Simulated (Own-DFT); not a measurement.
Simulation results for SiGe (diamond-structure random alloy, atoms displaced)

A calculation, not a measurement: plane-wave PBE density functional theory by an unreviewed code, no spin, of a simulated periodic cell, stress positive in tension, free energy of the whole cell less one offset for each atom, forces on such cells passed a denser k mesh, this cell's mesh not checked; offsets are fitted by least squares, one for each functional and potential file, so energies compare only between cells with the same atoms and settings and are not formation energies; the far tail of each file's local potential was reset to the Coulomb form; each entry is a single point on an unrelaxed cell, so the pressure reflects the starting lattice, mostly measured values, from which strain is counted, and rises with the displacements; printed positions are rounded, which can move forces by about a meV/angstrom; the program is a retired in-house code; no spin-orbit coupling. Program: Own-DFT development build.

### SiGe (diamond-structure random alloy, atoms displaced)

```
SiGe
1.0
     11.0890     0.0000     0.0000
      0.0000    11.0890     0.0000
      0.0000     0.0000     5.5445
Si Ge Si Ge Si Ge Si Ge Si Ge Si Ge Si Ge Si Ge Si Ge
1 2 1 1 5 2 2 2 1 3 1 2 1 1 3 2 1 1
Direct
  0.01060 0.99998 0.99758
  0.99391 0.24968 0.50250
  0.24911 0.00792 0.49610
  0.23751 0.24834 0.98177
  0.11549 0.12314 0.25618
  0.12813 0.36732 0.74005
  0.36491 0.13345 0.76364
  0.38433 0.37865 0.26644
  0.99904 0.50537 0.98517
  0.00495 0.74677 0.51637
  0.25672 0.49740 0.50549
  0.25132 0.74462 0.00546
  0.11643 0.63239 0.22812
  0.12121 0.88159 0.72097
  0.37195 0.62935 0.72791
  0.39092 0.87430 0.23952
  0.50319 0.98800 0.95246
  0.49702 0.23348 0.52073
  0.75486 0.00198 0.49453
  0.75673 0.25271 0.98918
  0.62829 0.13183 0.24684
  0.61092 0.37066 0.76212
  0.87729 0.12028 0.76301
  0.88634 0.37192 0.28470
  0.49757 0.49683 0.99365
  0.49581 0.75205 0.48385
  0.75129 0.48193 0.50207
  0.74726 0.74240 0.01576
  0.61977 0.62704 0.25400
  0.61589 0.88462 0.75211
  0.87654 0.64771 0.72865
  0.88151 0.87729 0.24983
```

| Item | Value |
| --- | --- |
| functional | PBE |
| potential files | PseudoDojo norm-conserving, scalar-relativistic, standard set |
| wave cutoff | 42 hartree |
| occupations | Fermi-Dirac |
| smearing width | 0.1 eV |
| k mesh | 3 x 3 x 6 centred on Gamma |
| free energy of cell above offsets | 1.096 eV |
| pressure | 4.36 GPa |
| stress xx | -4.69 GPa |
| stress yy | -4.26 GPa |
| stress zz | -4.12 GPa |
| stress yz | -0.81 GPa |
| stress xz | 2.19 GPa |
| stress xy | 0.96 GPa |

Force:
```
element  x (eV/Å)  y (eV/Å)  z (eV/Å)
     Si    -0.773    -0.863    -0.542
     Ge     1.339    -1.058     1.427
     Ge     1.066    -0.598    -0.143
     Si     0.963     0.536     2.457
     Ge     0.924      0.76    -0.898
     Si    -0.782     1.505     0.107
     Si     0.229    -1.945     0.189
     Si    -0.952    -1.437    -0.869
     Si    -0.372    -0.395     0.085
     Si     0.897     1.261    -2.414
     Ge    -1.811    -0.139    -1.437
     Ge    -0.263     1.604    -0.842
     Si     0.272     -1.33     1.398
     Si     0.883    -0.498     1.689
     Ge     0.716     0.117     1.106
     Ge     -1.66     1.071    -0.724
     Si    -3.443     4.952     4.399
     Ge     0.108     0.992    -1.547
     Ge    -0.828     0.211    -0.142
     Ge    -0.294     0.728     1.777
     Si    -0.216    -1.301    -0.779
     Ge     2.005    -0.349    -1.014
     Ge     0.299    -0.345     -0.16
     Si    -1.483     1.753     -3.47
     Ge    -0.889     1.411     0.771
     Si     1.096    -0.106     1.482
     Si    -0.487     2.122     0.536
     Si     0.513     1.547    -1.053
     Ge     0.838    -1.546     0.282
     Ge     4.081    -4.327    -3.146
     Si    -2.085    -3.374     1.836
     Ge     0.111     -0.96    -0.359
```
